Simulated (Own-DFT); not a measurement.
# Computed records: Hf$_{36}$O$_{71}$ (tetragonal hafnia with one neutral oxygen vacancy, atoms displaced)

Computed with Own-DFT development build. A calculation, not a measurement: plane-wave PBE and HSE06 DFT by an unreviewed code, no spin, of a simulated cell at Gamma alone, so results move with cell size and shape, stress positive in tension, energies less offsets, not probed for a lower state with spin; hafnium file: forces about 75 meV/angstrom off all-electron values; oxygen file: force components 24 meV/angstrom off all-electron in a glass; k mesh not checked against a denser one; forces and stress are PBE's, HSE06 gives the energy alone, and its difference from PBE has offsets of its own; offsets are fitted by least squares, one for each functional and potential file, so energies compare only between cells with the same atoms and settings and are not formation energies; the far tail of each file's local potential was reset to the Coulomb form; each entry is a single point on an unrelaxed cell, so the pressure reflects the starting lattice, taken from the Materials Project, from which strain is counted, and rises with the displacements; printed positions are rounded, which can move forces by about a meV/angstrom; the program is a retired in-house code; no spin-orbit coupling.

Common to all runs: first functional PBE; second functional HSE06; exact exchange share 0.25; screening 0.11 1/bohr; exchange divergence Gygi-Baldereschi; potential files PseudoDojo norm-conserving, scalar-relativistic, made for PBE, standard set; wave cutoff 48 hartree; occupations fixed; k mesh 1 x 1 x 1 centred on Gamma.

```json
{"entry": 1, "formula": "Hf36O71", "kind": "tetragonal hafnia with one neutral oxygen vacancy, atoms displaced", "structure": {"cell_angstrom": [[10.78, 0.0, 0.0], [0.0, 10.78, 0.0], [0.0, 0.0, 10.4493]], "atoms_fractional": [["Hf", 0.99546, 0.9997, 0.99527], ["Hf", 0.15177, 0.17204, 0.25514], ["O", 0.01286, 0.18481, 0.15018], ["O", 0.16421, 0.99494, 0.34762], ["O", 0.00432, 0.17244, 0.41062], ["O", 0.17447, 0.00273, 0.09309], ["Hf", 0.01514, 0.99623, 0.49845], ["Hf", 0.16475, 0.16611, 0.75247], ["O", 0.01039, 0.16988, 0.66505], ["O", 0.1726, 0.0134, 0.84608], ["O", 0.98315, 0.19005, 0.91364], ["O", 0.16051, 0.00158, 0.59506], ["Hf", 0.98447, 0.3298, 0.99171], ["Hf", 0.15538, 0.51401, 0.24951], ["O", 0.0019, 0.50481, 0.13465], ["O", 0.16284, 0.33364, 0.34569], ["O", 0.99603, 0.51116, 0.39576], ["O", 0.16865, 0.32895, 0.11195], ["Hf", 0.99784, 0.33905, 0.48531], ["Hf", 0.16359, 0.49549, 0.75453], ["O", 0.99134, 0.48511, 0.64856], ["O", 0.17064, 0.32886, 0.84816], ["O", 0.00135, 0.51147, 0.90142], ["O", 0.18199, 0.31909, 0.57334], ["Hf", 0.99425, 0.66801, 0.00056], ["Hf", 0.1801, 0.83838, 0.23553], ["O", 0.99265, 0.8234, 0.15854], ["O", 0.17455, 0.67186, 0.35235], ["O", 0.00138, 0.83219, 0.40028], ["O", 0.16679, 0.67645, 0.09599], ["Hf", 0.99365, 0.66536, 0.4956], ["Hf", 0.1517, 0.83561, 0.75699], ["O", 0.99632, 0.82712, 0.66744], ["O", 0.15997, 0.67512, 0.84078], ["O", 0.99769, 0.82845, 0.91166], ["O", 0.16428, 0.66275, 0.59822], ["Hf", 0.32899, 0.98708, 0.99717], ["Hf", 0.50855, 0.16107, 0.25222], ["O", 0.33841, 0.16623, 0.16531], ["O", 0.50504, 0.9959, 0.33782], ["O", 0.3471, 0.18153, 0.39934], ["O", 0.50155, 0.99721, 0.11175], ["Hf", 0.33538, 0.98924, 0.50281], ["Hf", 0.49732, 0.15615, 0.74766], ["O", 0.35434, 0.17144, 0.67338], ["O", 0.5001, 0.99969, 0.85266], ["O", 0.33201, 0.17843, 0.90448], ["O", 0.5054, 0.00159, 0.60632], ["Hf", 0.32217, 0.32665, 0.99542], ["Hf", 0.51707, 0.50168, 0.23738], ["O", 0.34371, 0.51116, 0.15021], ["O", 0.49459, 0.32978, 0.34063], ["O", 0.33812, 0.50776, 0.40482], ["O", 0.51135, 0.34114, 0.10274], ["Hf", 0.34131, 0.32886, 0.50943], ["Hf", 0.49527, 0.49393, 0.75986], ["O", 0.3196, 0.504, 0.66332], ["O", 0.49712, 0.34365, 0.85045], ["O", 0.32409, 0.49717, 0.91155], ["O", 0.48338, 0.3346, 0.59354], ["Hf", 0.3275, 0.67279, 0.00812], ["Hf", 0.53174, 0.83567, 0.25299], ["O", 0.33827, 0.83666, 0.15456], ["O", 0.49417, 0.66728, 0.35179], ["O", 0.3426, 0.83947, 0.3872], ["O", 0.49983, 0.67384, 0.0967], ["Hf", 0.32009, 0.65704, 0.51399], ["Hf", 0.50427, 0.83918, 0.75284], ["O", 0.32707, 0.8312, 0.64949], ["O", 0.34, 0.83413, 0.91029], ["O", 0.50252, 0.67008, 0.6051], ["Hf", 0.67067, 0.01094, 0.00743], ["Hf", 0.84018, 0.14906, 0.25084], ["O", 0.67691, 0.17485, 0.14971], ["O", 0.82092, 0.99931, 0.35145], ["O", 0.66922, 0.16992, 0.40474], ["O", 0.84183, 0.99825, 0.09865], ["Hf", 0.66884, 0.99678, 0.50631], ["Hf", 0.82434, 0.16487, 0.7469], ["O", 0.66546, 0.17179, 0.64443], ["O", 0.84276, 0.0068, 0.86365], ["O", 0.66867, 0.17309, 0.89204], ["O", 0.82997, 0.00709, 0.59752], ["Hf", 0.67921, 0.3261, 0.99636], ["Hf", 0.82912, 0.49698, 0.26842], ["O", 0.66579, 0.49758, 0.15374], ["O", 0.82834, 0.34819, 0.35636], ["O", 0.67094, 0.49931, 0.39003], ["O", 0.82307, 0.33366, 0.11076], ["Hf", 0.6703, 0.32465, 0.50135], ["Hf", 0.83325, 0.50153, 0.76554], ["O", 0.6719, 0.51447, 0.6673], ["O", 0.83071, 0.32325, 0.84647], ["O", 0.6643, 0.49614, 0.89258], ["O", 0.8317, 0.34193, 0.59212], ["Hf", 0.65824, 0.66388, 0.01522], ["Hf", 0.836, 0.82707, 0.25317], ["O", 0.66934, 0.8275, 0.15633], ["O", 0.83089, 0.6665, 0.35363], ["O", 0.67637, 0.83181, 0.41676], ["O", 0.84008, 0.66969, 0.10031], ["Hf", 0.67492, 0.67238, 0.49964], ["Hf", 0.83955, 0.84421, 0.7544], ["O", 0.6656, 0.8354, 0.65632], ["O", 0.85757, 0.66904, 0.84642], ["O", 0.66825, 0.8406, 0.91311], ["O", 0.83827, 0.65353, 0.59104]]}, "results": {"PBE_energy_of_cell_above_offsets [eV]": "-82.294", "HSE06_less_PBE_above_offsets [eV]": "0.762", "PBE_pressure [GPa]": 8.1, "PBE_stress_xx [GPa]": -9.11, "PBE_stress_yy [GPa]": -7.61, "PBE_stress_zz [GPa]": -7.57, "PBE_stress_yz [GPa]": -1.27, "PBE_stress_xz [GPa]": 0.38, "PBE_stress_xy [GPa]": 0.11, "force_element": ["Hf", "Hf", "O", "O", "O", "O", "Hf", "Hf", "O", "O", "O", "O", "Hf", "Hf", "O", "O", "O", "O", "Hf", "Hf", "O", "O", "O", "O", "Hf", "Hf", "O", "O", "O", "O", "Hf", "Hf", "O", "O", "O", "O", "Hf", "Hf", "O", "O", "O", "O", "Hf", "Hf", "O", "O", "O", "O", "Hf", "Hf", "O", "O", "O", "O", "Hf", "Hf", "O", "O", "O", "O", "Hf", "Hf", "O", "O", "O", "O", "Hf", "Hf", "O", "O", "O", "Hf", "Hf", "O", "O", "O", "O", "Hf", "Hf", "O", "O", "O", "O", "Hf", "Hf", "O", "O", "O", "O", "Hf", "Hf", "O", "O", "O", "O", "Hf", "Hf", "O", "O", "O", "O", "Hf", "Hf", "O", "O", "O", "O"], "force_x [eV/angstrom]": [1.75, 6.517, -5.109, -0.707, -1.128, -2.973, -2.331, 2.884, -3.254, -1.1, 1.185, 2.599, 2.127, 3.021, -0.288, -1.626, 0.492, -0.216, 1.533, -1.174, 2.104, -1.137, 0.052, -5.393, 0.447, -0.771, 1.688, -0.795, -1.019, -0.877, 1.759, 3.519, -0.244, 0.64, 0.702, -3.603, 2.582, -3.022, -0.59, 1.161, -0.738, 1.614, 0.536, 4.991, -8.109, 0.008, 0.526, -0.764, 1.469, -6.448, -1.782, 1.815, -0.969, -0.053, -1.883, 0.839, 1.73, 0.135, -0.3, 8.254, 1.539, -8.407, 1.257, 2.403, -1.152, 0.139, 4.124, -0.918, -0.104, -0.287, -0.334, -2.185, -0.811, 0.457, 0.711, 0.608, -0.682, -0.78, 1.128, 0.021, -0.029, 0.202, 1.88, -3.837, -0.066, 4.604, 1.345, -0.275, 2.457, -1.844, -0.525, -1.056, -0.024, 0.897, 0.045, 1.437, 1.318, 5.036, 0.042, -0.346, -2.588, -3.18, -2.898, 1.961, -1.632, 0.286, -0.222], "force_y [eV/angstrom]": [0.443, 1.276, -1.887, 1.055, -2.69, -0.857, 0.417, 2.859, -0.341, -2.961, -10.02, -0.105, 8.481, -2.176, 0.038, 1.745, -1.286, 0.549, 1.608, 1.083, 0.024, 0.441, -3.134, -0.307, -1.887, -1.048, 1.512, 0.647, 0.526, 0.203, 0.539, -0.798, 0.858, -0.711, 4.232, 0.431, 4.159, 2.912, -0.292, 0.38, -4.311, 0.035, -0.293, 1.923, -0.649, 0.255, -4.336, -0.386, 2.43, -1.565, 0.653, 1.213, -1.355, -0.939, 2.175, 2.692, 0.176, -3.05, 1.698, 1.017, -3.147, -1.785, -0.061, 1.004, 0.682, 0.312, 0.217, -2.756, 1.435, -1.19, 0.293, -0.51, 3.084, -2.273, -0.727, -1.614, 0.796, 1.247, 0.775, -0.042, -0.283, -2.533, -0.462, 2.382, 1.902, 1.745, -4.876, 0.571, 0.241, 2.454, 0.34, -0.801, 2.266, 0.953, -1.627, -0.451, -0.679, 0.217, 0.948, 1.505, 0.17, -4.019, -1.861, 0.368, 1.471, -0.207, 1.227], "force_z [eV/angstrom]": [0.821, 0.624, -0.756, 0.551, -1.244, 0.164, -1.621, -1.236, -0.656, 1.218, -3.76, 1.428, 5.989, -0.932, 2.245, -0.239, -0.942, -2.114, 2.688, 0.17, 0.292, -0.221, -1.015, 3.785, 1.275, 2.469, -0.492, -0.729, 1.196, 0.62, 0.87, -0.336, -2.372, 0.749, -1.221, 0.974, 2.143, -0.493, -0.753, 3.144, 1.689, -2.52, -2.259, 3.63, -3.785, 0.668, -0.698, -0.763, 4.296, 4.073, 0.474, 0.36, 1.258, -1.879, -7.377, -1.235, -0.442, -0.008, -1.078, 3.987, -0.071, 3.288, -1.756, -1.071, 2.432, 0.145, -2.85, -0.161, 0.962, -2.132, 0.005, -0.607, -0.546, -0.095, -0.459, -0.769, 1.44, -0.672, -0.904, 0.351, -1.64, 0.299, 1.128, 1.098, -3.931, -2.827, 0.89, 1.793, -0.773, -0.335, -2.337, -1.197, 0.414, 2.529, 0.617, -2.668, 0.096, -2.362, -0.236, -2.094, 0.484, 1.802, 1.451, 0.344, -0.677, -0.078, 1.008]}}
{"entry": 2, "formula": "Hf36O71", "kind": "tetragonal hafnia with one neutral oxygen vacancy, atoms displaced", "structure": {"cell_angstrom": [[10.78, 0.0, 0.0], [0.0, 10.78, 0.0], [0.0, 0.0, 10.4493]], "atoms_fractional": [["Hf", 0.00814, 0.004, 0.00177], ["Hf", 0.16762, 0.15998, 0.2552], ["O", 0.00314, 0.16534, 0.1513], ["O", 0.17416, 0.0024, 0.3464], ["O", 0.00126, 0.16543, 0.39895], ["O", 0.16488, 0.00389, 0.0996], ["Hf", 0.99232, 0.99862, 0.49317], ["Hf", 0.17328, 0.1725, 0.74595], ["O", 0.99622, 0.16868, 0.65784], ["O", 0.16402, 0.00085, 0.84484], ["O", 0.99966, 0.16709, 0.89855], ["O", 0.1755, 0.99924, 0.59761], ["Hf", 0.00486, 0.32914, 0.99584], ["Hf", 0.16647, 0.50415, 0.24271], ["O", 0.00047, 0.49663, 0.14879], ["O", 0.16505, 0.33537, 0.34336], ["O", 0.00019, 0.50378, 0.39782], ["O", 0.17128, 0.33202, 0.09798], ["Hf", 0.00889, 0.33978, 0.49176], ["Hf", 0.16927, 0.50124, 0.74802], ["O", 0.99683, 0.50288, 0.65579], ["O", 0.15706, 0.33968, 0.85379], ["O", 0.99342, 0.50751, 0.89929], ["O", 0.16595, 0.32843, 0.58942], ["Hf", 0.00209, 0.66071, 0.99507], ["Hf", 0.16104, 0.8375, 0.24738], ["O", 0.00515, 0.83909, 0.14904], ["O", 0.16854, 0.67361, 0.34398], ["O", 0.99619, 0.8335, 0.40377], ["O", 0.16314, 0.66778, 0.10241], ["Hf", 0.00159, 0.66722, 0.50186], ["Hf", 0.17041, 0.8337, 0.74176], ["O", 0.00054, 0.83006, 0.6585], ["O", 0.16186, 0.66665, 0.84345], ["O", 0.00183, 0.83551, 0.90693], ["O", 0.16082, 0.66433, 0.5993], ["Hf", 0.32635, 0.00203, 0.99869], ["Hf", 0.49731, 0.16642, 0.24812], ["O", 0.3383, 0.16229, 0.15728], ["O", 0.49558, 0.00666, 0.34872], ["O", 0.33338, 0.16149, 0.40183], ["O", 0.50016, 0.00538, 0.09019], ["Hf", 0.33087, 0.00447, 0.50012], ["Hf", 0.50522, 0.17158, 0.75128], ["O", 0.33423, 0.16405, 0.64924], ["O", 0.49585, 0.00512, 0.84287], ["O", 0.34091, 0.1634, 0.89898], ["O", 0.49783, 0.99575, 0.59757], ["Hf", 0.33443, 0.32775, 0.99664], ["Hf", 0.50755, 0.49348, 0.24708], ["O", 0.33402, 0.49532, 0.15526], ["O", 0.49899, 0.33037, 0.34312], ["O", 0.32783, 0.49788, 0.40528], ["Hf", 0.33367, 0.32785, 0.49548], ["Hf", 0.49831, 0.49426, 0.74861], ["O", 0.33522, 0.50495, 0.65483], ["O", 0.49998, 0.32993, 0.84292], ["O", 0.33642, 0.50073, 0.89645], ["O", 0.49859, 0.34157, 0.58573], ["Hf", 0.33239, 0.66662, 6e-05], ["Hf", 0.50086, 0.82919, 0.24769], ["O", 0.3385, 0.83252, 0.15189], ["O", 0.49583, 0.66457, 0.35219], ["O", 0.3316, 0.83521, 0.3994], ["O", 0.50032, 0.66973, 0.0964], ["Hf", 0.3306, 0.66683, 0.49559], ["Hf", 0.50011, 0.82257, 0.7477], ["O", 0.33653, 0.83186, 0.65025], ["O", 0.50732, 0.66459, 0.84409], ["O", 0.33124, 0.84022, 0.90877], ["O", 0.49646, 0.66459, 0.59119], ["Hf", 0.67486, 0.00047, 0.00781], ["Hf", 0.82887, 0.16468, 0.2512], ["O", 0.6676, 0.16532, 0.15205], ["O", 0.83953, 0.00521, 0.34697], ["O", 0.67058, 0.16943, 0.39214], ["O", 0.83118, 0.00159, 0.09962], ["Hf", 0.66382, 0.00049, 0.5044], ["Hf", 0.83153, 0.17874, 0.75515], ["O", 0.67131, 0.16663, 0.65529], ["O", 0.83834, 0.99736, 0.8482], ["O", 0.66956, 0.16209, 0.90353], ["O", 0.84106, 0.00017, 0.59636], ["Hf", 0.66856, 0.33635, 0.00753], ["Hf", 0.83245, 0.50655, 0.25035], ["O", 0.66819, 0.50036, 0.15125], ["O", 0.82209, 0.32963, 0.35432], ["O", 0.6724, 0.49345, 0.39668], ["O", 0.83404, 0.3364, 0.09386], ["Hf", 0.65987, 0.33573, 0.49505], ["Hf", 0.83724, 0.4958, 0.74939], ["O", 0.66086, 0.49112, 0.65376], ["O", 0.83998, 0.33676, 0.84972], ["O", 0.67005, 0.49855, 0.90471], ["O", 0.82516, 0.33237, 0.60121], ["Hf", 0.66832, 0.66721, 0.99288], ["Hf", 0.83873, 0.8313, 0.23916], ["O", 0.66671, 0.82763, 0.15539], ["O", 0.83242, 0.66281, 0.35644], ["O", 0.66817, 0.83621, 0.40735], ["O", 0.84392, 0.66751, 0.10045], ["Hf", 0.66417, 0.67134, 0.49645], ["Hf", 0.83177, 0.83556, 0.75165], ["O", 0.67054, 0.82269, 0.6403], ["O", 0.82525, 0.6662, 0.8435], ["O", 0.65998, 0.83264, 0.90761], ["O", 0.83284, 0.66716, 0.5917]]}, "results": {"PBE_energy_of_cell_above_offsets [eV]": "-98.001", "HSE06_less_PBE_above_offsets [eV]": "0.020", "PBE_pressure [GPa]": 2.1, "PBE_stress_xx [GPa]": -2.21, "PBE_stress_yy [GPa]": -1.28, "PBE_stress_zz [GPa]": -2.82, "PBE_stress_yz [GPa]": 0.11, "PBE_stress_xz [GPa]": -0.04, "PBE_stress_xy [GPa]": 0.0, "force_element": ["Hf", "Hf", "O", "O", "O", "O", "Hf", "Hf", "O", "O", "O", "O", "Hf", "Hf", "O", "O", "O", "O", "Hf", "Hf", "O", "O", "O", "O", "Hf", "Hf", "O", "O", "O", "O", "Hf", "Hf", "O", "O", "O", "O", "Hf", "Hf", "O", "O", "O", "O", "Hf", "Hf", "O", "O", "O", "O", "Hf", "Hf", "O", "O", "O", "Hf", "Hf", "O", "O", "O", "O", "Hf", "Hf", "O", "O", "O", "O", "Hf", "Hf", "O", "O", "O", "O", "Hf", "Hf", "O", "O", "O", "O", "Hf", "Hf", "O", "O", "O", "O", "Hf", "Hf", "O", "O", "O", "O", "Hf", "Hf", "O", "O", "O", "O", "Hf", "Hf", "O", "O", "O", "O", "Hf", "Hf", "O", "O", "O", "O"], "force_x [eV/angstrom]": [-1.778, -0.553, -0.363, -0.67, 0.573, 1.011, 0.739, -2.09, 1.432, 0.307, 0.179, -2.222, -0.502, 0.065, 0.089, -0.159, 0.262, 0.071, -2.572, -0.29, 1.423, 0.839, 0.187, 0.883, 0.289, 2.35, -1.084, -0.283, 0.325, 0.886, -1.443, -0.703, 0.025, 0.772, -0.106, 1.37, 2.312, 1.566, -1.479, 0.682, -0.323, 0.181, 1.486, 0.076, 0.662, 0.21, -1.279, 0.84, 0.271, -1.245, 0.794, -0.35, -0.035, -0.208, 0.628, -0.99, -0.063, -0.268, -1.231, 0.147, -0.805, -1.378, 0.526, 0.179, -0.07, 0.217, 0.562, -0.344, -0.419, -0.001, 0.287, -2.329, 0.58, -0.577, 0.005, -0.663, 1.653, 0.088, 0.872, -1.331, -0.64, 0.16, -1.823, -0.122, 0.585, 0.031, 1.581, -0.972, 0.161, 2.782, -1.624, 0.687, -0.083, -0.372, 1.287, 0.076, -0.458, 0.837, -0.177, -0.177, -1.438, 0.59, 0.644, -0.789, 0.018, 0.329, 0.209], "force_y [eV/angstrom]": [-0.338, 1.912, 0.119, -1.193, 0.651, -0.071, 0.999, -1.22, 0.189, 0.634, -0.037, -0.075, 0.561, -0.263, 0.066, -0.408, -0.207, -0.118, -1.336, 0.872, -0.587, -0.666, -1.7, 0.316, 1.663, -0.613, 0.288, -0.73, -0.196, -0.273, 0.136, 0.562, 0.078, -0.117, -0.654, 0.011, -0.214, -1.287, 0.78, -1.371, 1.881, -0.435, -1.823, -3.117, 1.004, -1.057, 1.476, 0.241, 0.969, 0.984, 0.159, 0.509, -0.101, 0.798, 0.853, -0.46, 0.944, -0.38, -0.713, 0.492, 0.75, 0.074, -0.137, -0.113, -0.385, 0.314, 2.536, -0.704, -0.576, -2.139, 0.242, 0.327, 1.386, 0.558, -1.642, -1.169, -0.528, 0.593, -1.667, -0.33, 0.457, 1.418, -0.498, -0.673, -1.542, -0.125, 0.871, 1.607, -0.29, -0.603, 0.587, 0.646, 0.078, -0.497, 0.367, -0.241, 0.072, 0.149, 1.162, 0.331, 0.248, -0.66, -0.015, 0.787, 0.441, 0.617, -0.473], "force_z [eV/angstrom]": [-1.544, -0.916, -0.149, 0.361, 0.38, 0.486, 1.143, 0.056, -0.369, 0.246, 0.805, 0.19, 0.945, 0.892, 0.079, 0.275, 0.137, -0.684, 0.101, 0.102, -1.05, -1.097, -0.237, 1.328, 0.021, 0.746, 0.239, 0.254, -0.812, -0.888, 0.014, 0.959, -0.612, 0.431, 0.158, -0.175, 0.069, 0.011, -1.186, -0.443, -0.348, 0.523, -0.284, -0.285, 0.05, -0.657, 0.169, -0.328, 0.904, 0.465, -0.668, -0.261, 0.009, -0.606, -0.387, -0.314, 1.082, 0.959, 1.23, 0.457, 0.909, -0.042, -1.034, 0.506, -0.311, -0.311, -0.389, 0.329, 0.509, -0.921, 0.759, -1.864, 0.397, -0.545, -0.154, 1.479, 0.747, -0.498, -0.826, -0.672, 0.056, 0.229, 0.064, -0.594, 0.66, -0.433, -1.42, -0.143, 0.28, 0.076, -0.686, 0.095, 0.641, 0.148, -0.193, 0.516, 1.653, -0.186, -1.743, -1.215, 0.156, 0.421, -0.351, 1.785, 0.426, -0.715, 0.431]}}
```
